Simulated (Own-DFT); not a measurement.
Si₄₇N₆₄ (beta silicon nitride with one vacancy, atoms displaced) (calculated)

A calculation, not a measurement: plane-wave PBE density functional theory by an unreviewed code, no spin, of a simulated periodic cell, stress positive in tension, free energy of the whole cell less one offset for each atom, defect cell not probed for a lower state with spin; forces on such cells moved up to 12 meV/angstrom on a denser k mesh; offsets are fitted by least squares, one for each functional and potential file, so energies compare only between cells with the same atoms and settings and are not formation energies; the far tail of each file's local potential was reset to the Coulomb form; each entry is a single point on an unrelaxed cell, so the pressure reflects the starting lattice, mostly measured values (interpolated for alloys), from which strain is counted, and rises with the displacements; printed positions are rounded, which can move forces by about a meV/angstrom; the program, named Own-DFT, is a retired in-house code; no spin-orbit coupling; before rounding, a Quantum ESPRESSO 7.3.1 run of the same cell and cutoff gave forces within 1 meV/angstrom rms on each cell, which checks the program and not the settings. Program: Own-DFT development build.

Common to all runs: functional PBE; potential files PseudoDojo norm-conserving, scalar-relativistic, standard set; wave cutoff 42 hartree; occupations Fermi-Dirac; smearing width 0.1 eV; k mesh 2 x 2 x 4 centred on Gamma.

(1) Si₄₇N₆₄ (beta silicon nitride with one vacancy, atoms displaced)

```
Si47N64
1.0
     15.2120     0.0000     0.0000
     -7.6060    13.1740     0.0000
      0.0000     0.0000     5.8180
Si N Si N Si N Si N Si N Si N Si N Si N
6 8 6 8 6 8 6 8 5 8 6 8 6 8 6 8
Direct
  0.08149 0.37736 0.13910
  0.11395 0.19702 0.13226
  0.29806 0.41533 0.11935
  0.40949 0.11479 0.38013
  0.38748 0.30412 0.38800
  0.20314 0.08868 0.37991
  0.16083 0.00886 0.12049
  0.48632 0.15714 0.11408
  0.34791 0.33665 0.12016
  0.33303 0.48179 0.38139
  0.01118 0.35089 0.38109
  0.15428 0.17174 0.38625
  0.16875 0.33109 0.13096
  0.33172 0.15998 0.36757
  0.08936 0.37992 0.63084
  0.11711 0.21331 0.61908
  0.30015 0.41775 0.63266
  0.41781 0.12015 0.86014
  0.38136 0.29371 0.86861
  0.20287 0.09168 0.87518
  0.16855 0.01470 0.62444
  0.48726 0.14827 0.63737
  0.35280 0.33111 0.63840
  0.32701 0.48277 0.87076
  0.02048 0.35465 0.86391
  0.14735 0.16729 0.87900
  0.16576 0.33419 0.62974
  0.32918 0.16278 0.87960
  0.08450 0.88335 0.12594
  0.12158 0.70620 0.11593
  0.29139 0.91171 0.12509
  0.41571 0.61798 0.38420
  0.38514 0.80152 0.37413
  0.20344 0.59087 0.35555
  0.16606 0.51974 0.12504
  0.48714 0.65565 0.13917
  0.34825 0.83645 0.13084
  0.33290 0.97930 0.37102
  0.01776 0.84570 0.38776
  0.14636 0.66450 0.36994
  0.16855 0.83045 0.11439
  0.33451 0.67239 0.39388
  0.08403 0.88061 0.63199
  0.11669 0.70191 0.63224
  0.29912 0.91460 0.63022
  0.41440 0.61614 0.86368
  0.39067 0.79967 0.86485
  0.20227 0.58840 0.86765
  0.16087 0.51606 0.61337
  0.47664 0.64494 0.63266
  0.35095 0.83274 0.60636
  0.33392 0.98819 0.87865
  0.00932 0.84541 0.86255
  0.15368 0.66908 0.87515
  0.16197 0.83032 0.64125
  0.33145 0.66543 0.87002
  0.58965 0.38888 0.12888
  0.79558 0.40831 0.13168
  0.89974 0.10972 0.37370
  0.88272 0.29642 0.36774
  0.69898 0.07819 0.36308
  0.66679 0.01317 0.13838
  0.98552 0.15556 0.11679
  0.84578 0.33302 0.13604
  0.83210 0.48311 0.36934
  0.51453 0.34929 0.38646
  0.64611 0.16681 0.38776
  0.65698 0.32740 0.12874
  0.82523 0.15868 0.36989
  0.59065 0.38367 0.62558
  0.61691 0.20153 0.63116
  0.79906 0.40885 0.62277
  0.91685 0.11459 0.87609
  0.88402 0.29724 0.88154
  0.70499 0.08449 0.87800
  0.66621 0.01669 0.62449
  0.98685 0.15405 0.61990
  0.84711 0.33303 0.62441
  0.82916 0.47846 0.88187
  0.51394 0.34983 0.87814
  0.65657 0.16832 0.86743
  0.66842 0.33877 0.61533
  0.82849 0.16614 0.87886
  0.58909 0.88913 0.13188
  0.62018 0.70897 0.13195
  0.79376 0.90935 0.11556
  0.91489 0.61375 0.37314
  0.88690 0.79724 0.39723
  0.70130 0.58651 0.36138
  0.67011 0.51834 0.12872
  0.98357 0.65197 0.13310
  0.84833 0.82780 0.13694
  0.82844 0.98439 0.35887
  0.51782 0.85009 0.36167
  0.65660 0.66470 0.35959
  0.67060 0.83288 0.12473
  0.83462 0.66696 0.37980
  0.58555 0.88588 0.60815
  0.61838 0.70482 0.62898
  0.79354 0.91930 0.61970
  0.91022 0.61416 0.87133
  0.88647 0.79875 0.87314
  0.70589 0.58541 0.88431
  0.67066 0.51542 0.60725
  0.98646 0.65448 0.63004
  0.84651 0.83308 0.63388
  0.82789 0.97796 0.88080
  0.52010 0.84998 0.87284
  0.65774 0.67136 0.89130
  0.66589 0.83341 0.61911
  0.83301 0.66799 0.85060
```

* free energy of cell above offsets: 2.698 eV
* pressure: 7.72 GPa
* stress xx: -7.27 GPa
* stress yy: -6.73 GPa
* stress zz: -9.17 GPa
* stress yz: -0.25 GPa
* stress xz: 1.24 GPa
* stress xy: -0.14 GPa

Force:
```csv
element,x (eV/Å),y (eV/Å),z (eV/Å)
Si,2.003,2.106,-2.341
Si,-0.538,2.359,-0.29
Si,-0.713,-1.28,1.704
Si,3.95,-0.443,-1.83
Si,0.361,-2.374,-3.286
Si,-0.036,-1.617,-0.559
N,-0.487,3.312,0.655
N,-0.838,-0.784,2.005
N,1.754,-0.602,1.014
N,0.481,1.839,-1.005
N,0.937,-0.495,0.216
N,0.678,-1.195,-0.862
N,-1.956,0.168,0.171
N,-2.277,3.511,0.686
Si,-2.578,3.784,-2.122
Si,1.402,-4.35,1.671
Si,0.152,-3.051,-1.912
Si,-1.887,-1.369,4.9
Si,2.19,-0.627,4.657
Si,-0.411,-2.631,-0.315
N,-0.944,-0.181,0.673
N,-0.38,0.408,-4.56
N,-4.287,2.666,-2.705
N,0.87,2.624,1.608
N,-2.707,-1.73,3.915
N,0.578,-0.447,-1.284
N,2.614,2.412,-0.114
N,1.11,1.797,-0.594
Si,0.579,-2.16,-0.264
Si,-2.189,-1.689,1.974
Si,2.13,1.199,-0.85
Si,-3.006,-0.934,-2.059
Si,1.322,-1.524,-3.065
Si,0.3,0.618,3.795
N,0.028,-3.036,-2.103
N,0.117,-0.743,-2.029
N,1.249,-0.326,-2.547
N,-0.17,1.963,1.418
N,-1.262,0.129,-2.047
N,0.32,0.278,0.569
N,-3.452,1.306,0.409
N,1.198,-1.468,-1.214
Si,1.867,1.82,-0.543
Si,-0.813,0.374,-1.982
Si,-1.079,-1.006,-0.218
Si,-3.185,-0.63,6.161
Si,-2.051,-0.879,1.374
Si,0.255,-1.206,-0.531
N,0.506,-0.403,0.311
N,5.714,2.6,-2.332
N,-1.623,2.029,4.925
N,0.496,-0.855,-0.62
N,2.147,1.412,2.957
N,0.76,-0.929,-0.495
N,2.294,1.123,-0.522
N,1.321,1.061,0.362
Si,-0.953,-2.513,0.075
Si,-3.011,-0.73,-0.644
Si,3.811,2.761,-0.51
Si,-0.69,-1.818,2.574
Si,-3.505,5.89,5.067
N,-0.126,-1.354,-5.363
N,-0.321,-1.046,2.518
N,2.057,-0.602,-2.161
N,0.78,0.266,1.47
N,-0.02,0.729,-1.365
N,3.115,-2.212,-1.405
N,2.128,1.499,0.049
N,-0.157,3.173,0.094
Si,-2.112,1.315,0.759
Si,-1.01,1.548,0.594
Si,-2.336,1.914,0.157
Si,-2.315,0.141,-1.159
Si,-0.33,0.106,-1.009
Si,-3.139,1.39,-0.132
N,0.386,-2.384,-0.186
N,-1.806,-1.469,-0.446
N,2.438,-1.149,0.215
N,0.6,1.477,-1.003
N,0.426,0.692,-0.232
N,1.006,-1.063,0.091
N,2.069,-2.659,0.478
N,4.202,0.268,-0.023
Si,1.936,-2.611,-3.158
Si,-0.109,-2.282,-0.543
Si,2.934,-1.639,2.054
Si,-1.486,0.388,1.367
Si,-0.369,-0.869,-2.232
Si,2.99,1.259,3.502
N,-0.36,-2.175,-1.911
N,1.503,0.381,-2.874
N,-0.461,1.724,-0.622
N,0.496,-1.001,1.535
N,-1.841,-0.642,1.9
N,-3.739,1.835,3.019
N,-3.492,1.401,0.132
N,0.311,-0.701,-0.418
Si,1.282,0.144,2.376
Si,1.211,-1.259,-0.056
Si,1.799,-2.775,-0.278
Si,0.329,-0.124,1.163
Si,-2.639,-1.498,1.747
Si,-0.789,1.155,-3.693
N,-1.023,-0.03,2.808
N,0.041,-1.373,-0.364
N,-1.465,1.875,-0.709
N,0.496,4.032,-2.31
N,-0.454,0.368,-0.389
N,-0.788,-0.966,-2.441
N,-1.042,-0.044,-0.271
N,0.731,-0.673,1.231
```

(2) Si₄₇N₆₄ (beta silicon nitride with one vacancy, atoms displaced)

```
Si47N64
1.0
     15.2120     0.0000     0.0000
     -7.6060    13.1740     0.0000
      0.0000     0.0000     5.8180
Si N Si N Si N Si N Si N Si N Si N Si N
6 8 5 8 6 8 6 8 6 8 6 8 6 8 6 8
Direct
  0.08715 0.37872 0.10345
  0.11081 0.20474 0.12503
  0.29952 0.41778 0.12564
  0.41049 0.11807 0.39170
  0.38116 0.29583 0.37159
  0.20009 0.08613 0.38408
  0.16937 0.01891 0.12798
  0.47821 0.14434 0.12783
  0.34911 0.32924 0.12955
  0.33617 0.48934 0.38006
  0.01313 0.34424 0.39304
  0.14833 0.16296 0.36081
  0.16433 0.32608 0.13304
  0.33163 0.16015 0.37757
  0.09077 0.39199 0.62317
  0.29627 0.40992 0.62150
  0.41010 0.11265 0.88577
  0.38953 0.30411 0.85775
  0.19865 0.08305 0.88420
  0.16023 0.00909 0.63235
  0.47947 0.14151 0.61222
  0.36040 0.33982 0.62475
  0.33879 0.48871 0.86152
  0.01443 0.34672 0.89675
  0.15028 0.16369 0.88384
  0.16069 0.33445 0.62157
  0.33050 0.16764 0.86937
  0.08846 0.88647 0.11913
  0.11898 0.70468 0.12834
  0.29436 0.90962 0.12676
  0.41357 0.61773 0.38224
  0.38729 0.79937 0.37850
  0.19672 0.58498 0.38082
  0.16795 0.51778 0.13594
  0.48482 0.65210 0.13747
  0.34663 0.83332 0.12008
  0.33528 0.98932 0.37350
  0.01860 0.85168 0.36733
  0.15409 0.67006 0.37755
  0.16912 0.83385 0.12877
  0.33693 0.66564 0.38304
  0.08333 0.87597 0.63269
  0.11110 0.70153 0.62965
  0.29866 0.91552 0.63426
  0.41555 0.61633 0.89397
  0.38639 0.79841 0.88034
  0.19922 0.58878 0.87087
  0.16625 0.51648 0.62984
  0.48984 0.65233 0.61543
  0.35455 0.83754 0.61739
  0.33411 0.98214 0.87240
  0.01869 0.85570 0.88651
  0.15407 0.67513 0.85655
  0.17160 0.83340 0.62422
  0.33609 0.66255 0.87516
  0.58391 0.37828 0.13622
  0.61338 0.19544 0.13701
  0.79946 0.41666 0.10785
  0.91964 0.12058 0.38591
  0.87735 0.29318 0.37314
  0.70670 0.08748 0.38180
  0.66907 0.01405 0.11953
  0.98189 0.14798 0.11463
  0.85062 0.33705 0.12259
  0.83227 0.48520 0.36143
  0.51839 0.35701 0.37119
  0.65828 0.17015 0.38458
  0.66722 0.32953 0.13106
  0.83365 0.17005 0.37142
  0.58411 0.39051 0.61562
  0.61959 0.20764 0.62585
  0.80258 0.41622 0.64117
  0.91083 0.11562 0.86248
  0.88338 0.29406 0.87343
  0.70050 0.08937 0.86105
  0.66683 0.01432 0.62666
  0.97963 0.15281 0.62542
  0.84926 0.33225 0.62159
  0.82791 0.48237 0.87984
  0.51078 0.34728 0.86932
  0.64906 0.16339 0.86844
  0.66633 0.33038 0.61274
  0.83956 0.16505 0.87401
  0.58810 0.88530 0.13152
  0.61784 0.69972 0.11776
  0.79443 0.91530 0.11877
  0.91611 0.61289 0.37676
  0.88191 0.79624 0.36674
  0.69785 0.58358 0.36674
  0.66271 0.51182 0.12363
  0.98234 0.64819 0.12680
  0.84806 0.83445 0.12829
  0.83251 0.98416 0.38836
  0.51799 0.84735 0.37200
  0.64704 0.66374 0.36734
  0.67352 0.83533 0.12229
  0.83502 0.66930 0.38573
  0.58606 0.88723 0.60997
  0.61491 0.70725 0.62508
  0.80019 0.91468 0.64596
  0.91434 0.61956 0.87052
  0.88353 0.80232 0.87094
  0.70261 0.58561 0.86928
  0.66424 0.51864 0.60976
  0.98267 0.64911 0.62298
  0.84298 0.82910 0.63529
  0.83782 0.98338 0.86234
  0.51223 0.84431 0.86375
  0.64722 0.66664 0.87697
  0.66798 0.83912 0.62183
  0.83283 0.66301 0.85658
```

* free energy of cell above offsets: 2.722 eV
* pressure: 8.18 GPa
* stress xx: -6.83 GPa
* stress yy: -7.3 GPa
* stress zz: -10.4 GPa
* stress yz: -1.12 GPa
* stress xz: -2.62 GPa
* stress xy: 0.81 GPa

Force:
```csv
element,x (eV/Å),y (eV/Å),z (eV/Å)
Si,1.939,2.143,8.077
Si,1.673,-4.472,-0.635
Si,0.435,-1.716,-0.229
Si,0.52,-2.356,-4.204
Si,1.518,-1.58,0.565
Si,-0.452,-0.024,0.377
N,0.13,-3.066,1.196
N,2.476,1.411,1.271
N,-1.817,2.334,-2.386
N,0.171,-2.035,-0.957
N,-0.972,0.706,-2.898
N,0.39,-0.03,-0.384
N,0.253,6.201,-0.557
N,-2.88,3.527,0.209
Si,-0.679,-4.144,0.87
Si,-1.345,-0.71,-0.082
Si,-1.203,0.61,-2.458
Si,-1.556,-4.144,4.531
Si,-0.089,2.221,-2.286
N,0.094,0.559,-0.139
N,3.58,2.344,5.383
N,-3.061,1.497,-2.79
N,0.194,-2.086,2.189
N,-2.917,-0.178,-6.609
N,-0.345,0.178,1.06
N,2.953,1.164,0.38
N,1.168,-0.107,0.05
Si,1.851,1.144,2.778
Si,-1.046,0.19,-0.913
Si,0.568,2.661,0.774
Si,0.857,-0.074,0.318
Si,-0.364,-1.712,-1.172
Si,2.687,1.875,-0.228
N,-0.749,-1.675,-2.639
N,1.496,0.419,-0.928
N,1.403,-0.472,1.325
N,0.003,-2.848,0.353
N,-1.478,-1.026,1.526
N,-0.723,-0.743,0.151
N,-2.036,-0.794,-0.288
N,-3.508,1.187,-0.152
Si,0.932,2.23,-1.888
Si,0.569,2.34,-3.196
Si,0.851,-0.615,-3.525
Si,0.565,0.687,-3.141
Si,-0.491,-1.679,-1.829
Si,2.202,1.005,1.881
N,-1.025,1.576,0.045
N,-1.787,-0.938,2.741
N,-0.633,0.455,1.82
N,-0.058,0.894,2.309
N,-2.276,-2.115,-2.381
N,2.006,-2.459,4.473
N,-2.467,-1.17,0.266
N,-3.272,1.579,0.23
Si,1.895,0.711,-3.929
Si,-1.049,1.403,-1.312
Si,-0.686,-3.975,5.382
Si,-1.523,-1.561,-3.042
Si,2.081,2.172,-0.551
Si,0.114,-0.296,-1.821
N,-0.769,1.371,0.421
N,-0.713,-0.176,1.274
N,0.158,-0.195,-0.848
N,0.783,-0.236,2.471
N,-2.761,-2.078,0.951
N,-0.146,-1.162,-0.706
N,-0.781,-0.068,-0.624
N,0.925,-2.275,-0.076
Si,2.55,-1.618,2.021
Si,-1.704,-2.332,-0.273
Si,-1.714,-2.617,-5.009
Si,4,-1.179,1.008
Si,0.557,0.176,0.652
Si,2.91,-0.87,2.49
N,-0.499,0.618,-0.988
N,1.756,0.777,1.148
N,-0.688,1.084,1.84
N,0.705,4.461,-2.718
N,3.935,2.077,0.584
N,-1.031,0.595,1.516
N,-1.215,4.056,0.945
N,-6.376,1.079,0.028
Si,1.63,-0.894,-3.365
Si,-2.326,2.131,2.415
Si,2.658,1.685,2.209
Si,-3.772,0.334,-1.252
Si,0.983,0.36,1.812
Si,1.178,3.203,-0.735
N,0.054,-0.081,-1.508
N,2.2,0.809,-1.304
N,-0.27,0.55,-1.417
N,0.488,0.795,-1.616
N,-1.847,-0.126,-0.95
N,0.796,-0.141,1.264
N,-3.95,-2.328,-0.131
N,0.21,-2.065,-1.014
Si,1.645,-1.11,3.369
Si,1.63,0.683,-1.092
Si,-1.367,-2.743,-6.697
Si,-0.624,-1.203,1.563
Si,1.773,-2.051,2.249
Si,-0.728,0.57,0.251
N,-0.101,-1.35,2.717
N,1.223,0.14,0.778
N,0.228,0.661,-2.633
N,-0.091,3.035,5.751
N,1.682,1.74,1.452
N,2.437,-1.684,-2.483
N,0.402,-1,0.275
N,-1.11,1.97,1.005
```

(3) Si₄₇N₆₄ (beta silicon nitride with one vacancy, atoms displaced)

```
Si47N64
1.0
     15.2120     0.0000     0.0000
     -7.6060    13.1740     0.0000
      0.0000     0.0000     5.8180
Si N Si N Si N Si N Si N Si N Si N Si N
6 8 6 8 6 8 6 8 6 8 6 8 5 8 6 8
Direct
  0.09315 0.39157 0.13003
  0.11862 0.19936 0.13293
  0.29778 0.41872 0.12889
  0.41814 0.12006 0.37272
  0.38783 0.29511 0.36131
  0.20096 0.08628 0.37403
  0.17178 0.01939 0.12085
  0.47996 0.14757 0.12205
  0.34653 0.33589 0.12893
  0.32794 0.48026 0.37083
  0.01647 0.34701 0.36633
  0.14870 0.16428 0.37642
  0.17335 0.33518 0.12554
  0.32884 0.16497 0.36165
  0.08791 0.38400 0.63994
  0.11874 0.20802 0.63410
  0.29755 0.41259 0.61612
  0.41695 0.11326 0.88152
  0.38352 0.30011 0.86160
  0.19583 0.08669 0.86416
  0.16878 0.02101 0.61831
  0.48531 0.15369 0.62932
  0.35397 0.33696 0.62013
  0.33022 0.48163 0.87442
  0.01733 0.35185 0.85505
  0.14669 0.16003 0.87267
  0.16769 0.33365 0.61886
  0.32716 0.16863 0.86708
  0.08734 0.88720 0.12613
  0.11593 0.70726 0.12013
  0.29563 0.91466 0.14008
  0.40755 0.60783 0.37209
  0.37909 0.79750 0.37434
  0.19984 0.58741 0.38365
  0.16450 0.51783 0.13774
  0.48841 0.65773 0.13847
  0.34949 0.83673 0.12769
  0.33804 0.98514 0.36336
  0.01754 0.84942 0.36867
  0.15082 0.66854 0.36832
  0.16286 0.83807 0.12222
  0.33653 0.66599 0.38582
  0.08277 0.88386 0.62513
  0.10823 0.69607 0.64007
  0.29892 0.91354 0.61578
  0.40848 0.60870 0.88434
  0.38161 0.79687 0.86511
  0.20165 0.58533 0.88757
  0.15991 0.51076 0.63139
  0.48396 0.64710 0.61671
  0.35467 0.82750 0.62023
  0.33727 0.98610 0.87128
  0.01773 0.84907 0.87417
  0.15314 0.66562 0.87642
  0.16829 0.83596 0.61502
  0.33029 0.66153 0.87699
  0.59139 0.38639 0.12513
  0.61279 0.20424 0.13747
  0.80147 0.41950 0.13025
  0.90735 0.11522 0.37919
  0.88531 0.29686 0.36886
  0.69727 0.08207 0.38128
  0.66635 0.01738 0.12649
  0.98747 0.15508 0.11464
  0.85052 0.34091 0.13661
  0.83420 0.48612 0.37559
  0.51719 0.34846 0.37724
  0.64864 0.16411 0.37982
  0.67112 0.33927 0.11578
  0.83197 0.16364 0.37028
  0.58822 0.38365 0.62817
  0.61473 0.20578 0.61566
  0.80031 0.42048 0.63682
  0.91195 0.11110 0.87389
  0.88528 0.29375 0.86213
  0.70576 0.08853 0.86387
  0.66557 0.01901 0.62301
  0.98863 0.14893 0.62430
  0.84810 0.33527 0.63029
  0.83429 0.48249 0.87795
  0.52157 0.35432 0.88082
  0.65172 0.16196 0.88085
  0.66747 0.33511 0.60920
  0.83419 0.17015 0.87755
  0.58015 0.88323 0.11105
  0.61822 0.69917 0.12855
  0.80001 0.91627 0.12480
  0.88458 0.79943 0.37633
  0.69955 0.58432 0.38389
  0.67064 0.51891 0.13149
  0.99434 0.65663 0.13211
  0.84773 0.83256 0.11079
  0.83136 0.98644 0.38240
  0.51941 0.85111 0.38187
  0.65554 0.66929 0.36935
  0.66399 0.83481 0.10892
  0.84067 0.66560 0.36652
  0.58670 0.88603 0.62503
  0.61190 0.69930 0.61640
  0.79340 0.91027 0.60590
  0.92002 0.62203 0.87465
  0.88040 0.79512 0.88254
  0.69444 0.58397 0.87576
  0.66803 0.51966 0.63319
  0.98702 0.65017 0.62179
  0.85082 0.83069 0.61057
  0.83823 0.98371 0.86727
  0.51930 0.85174 0.87633
  0.65098 0.66193 0.87575
  0.66719 0.83278 0.61299
  0.84020 0.67725 0.86516
```

* free energy of cell above offsets: 2.241 eV
* pressure: 7.63 GPa
* stress xx: -5.91 GPa
* stress yy: -7.15 GPa
* stress zz: -9.85 GPa
* stress yz: -0.09 GPa
* stress xz: 0.05 GPa
* stress xy: 0.46 GPa

Force:
```csv
element,x (eV/Å),y (eV/Å),z (eV/Å)
Si,0.061,-3.729,-1.022
Si,-2.069,1.844,-1.734
Si,1.085,-3.797,-2.041
Si,-3.122,-1.249,1.327
Si,-1.996,0.311,0.694
Si,-0.21,0.879,-1.27
N,-0.984,-1.276,-0.24
N,2.87,1.939,1.639
N,1.596,0.217,-1.357
N,0.445,2.555,1.537
N,-0.024,0.316,1.495
N,0.531,-0.135,1.549
N,-2.689,-0.852,-0.245
N,2.827,0.685,0.447
Si,1.446,-0.192,-6.072
Si,-0.105,-1.977,-1.415
Si,-0.032,-1.435,1.49
Si,-4.436,0.36,-2.78
Si,1.054,-0.916,3.136
Si,3.443,-0.186,1.441
N,-0.458,-3.447,0.403
N,0.04,-0.211,-0.843
N,-0.79,0.937,-1.9
N,0.498,0.589,-0.689
N,-2.014,-1.142,6.321
N,-2.312,2.023,0.768
N,0.359,0.999,0.502
N,2.869,-0.032,0.052
Si,-0.639,0.818,-0.782
Si,1.877,0.698,1.063
Si,-0.893,-1.854,-5.215
Si,0.33,2.801,0.801
Si,4.646,-2.105,-2.285
Si,0.555,1.371,1.033
N,0.318,-0.036,-0.822
N,-0.5,-2.182,-1.822
N,0.079,-0.201,-1.362
N,0.604,2.552,3.939
N,-1.898,0.523,0.898
N,0.73,-0.191,1.642
N,3.838,-0.402,0.014
N,-2.053,-0.486,-0.615
Si,2.146,0.665,-0.953
Si,1.697,2.45,-3.151
Si,-0.347,-0.668,1.432
Si,0.899,2.895,-0.996
Si,2.235,-1.748,3.579
Si,-0.282,0.142,-1.625
N,0.421,2.464,0.205
N,-0.635,-1.25,1.74
N,-5.147,3.685,0.821
N,0.477,-1.396,0.202
N,-2.087,0.174,0.516
N,0.38,0.338,0.692
N,0.346,-0.766,0.565
N,0.771,1.493,0.321
Si,0.013,0.576,0.713
Si,2.413,0.585,-2.702
Si,0.266,-0.374,0.486
Si,3.719,1.616,-0.814
Si,-0.668,0.512,1.042
Si,0.941,2.38,-3.053
N,-0.226,-1.181,-1.191
N,-0.455,-1.197,1.892
N,2.226,-1.695,-2.126
N,-0.317,0.036,1.589
N,0.156,0.321,-0.556
N,-0.653,-0.027,-0.606
N,-0.462,-2.317,0.315
N,-2.436,1.036,0.425
Si,0.3,0.74,-0.125
Si,2.081,-0.106,3.04
Si,0.825,-1.674,-3.773
Si,0.441,2.386,-0.462
Si,-1.359,3.29,2.069
Si,-0.388,0.403,3.168
N,0.219,-2.786,1.218
N,-1.919,-0.592,-0.226
N,0.554,-0.307,-1.35
N,-0.179,3.827,1.3
N,-2.301,-0.937,-0.768
N,-3.395,1.879,-0.564
N,0.173,0.328,0.757
N,1.826,-2.957,-0.385
Si,3.821,1.769,5.32
Si,-2.075,2.955,-1.8
Si,-1.833,-1.365,-1.029
Si,3.199,-2.399,-3.132
Si,3.376,2.422,-1.111
N,-0.858,-1.274,-0.483
N,-3.898,-1.915,-2.507
N,-1.521,1.659,3.827
N,0.577,-0.034,-2.707
N,-2.722,-0.534,-2.095
N,0.198,-1.033,1.711
N,1.872,-0.582,0.481
N,-2.534,-0.072,0.229
Si,1.462,-0.107,-0.355
Si,0.546,1.264,1.035
Si,1.78,-0.921,3.406
Si,-0.417,-0.874,0.79
Si,2.091,3.49,-3.541
Si,4.407,1.273,1.574
N,-0.493,-2.934,-1.133
N,-2.117,-0.862,1.473
N,-2.888,2.128,3.284
N,-0.479,-0.986,-0.243
N,-4.101,-1.778,-3.374
N,-3.248,1.791,-0.721
N,-1.069,-0.879,0.403
N,-0.223,-6.832,0.35
```
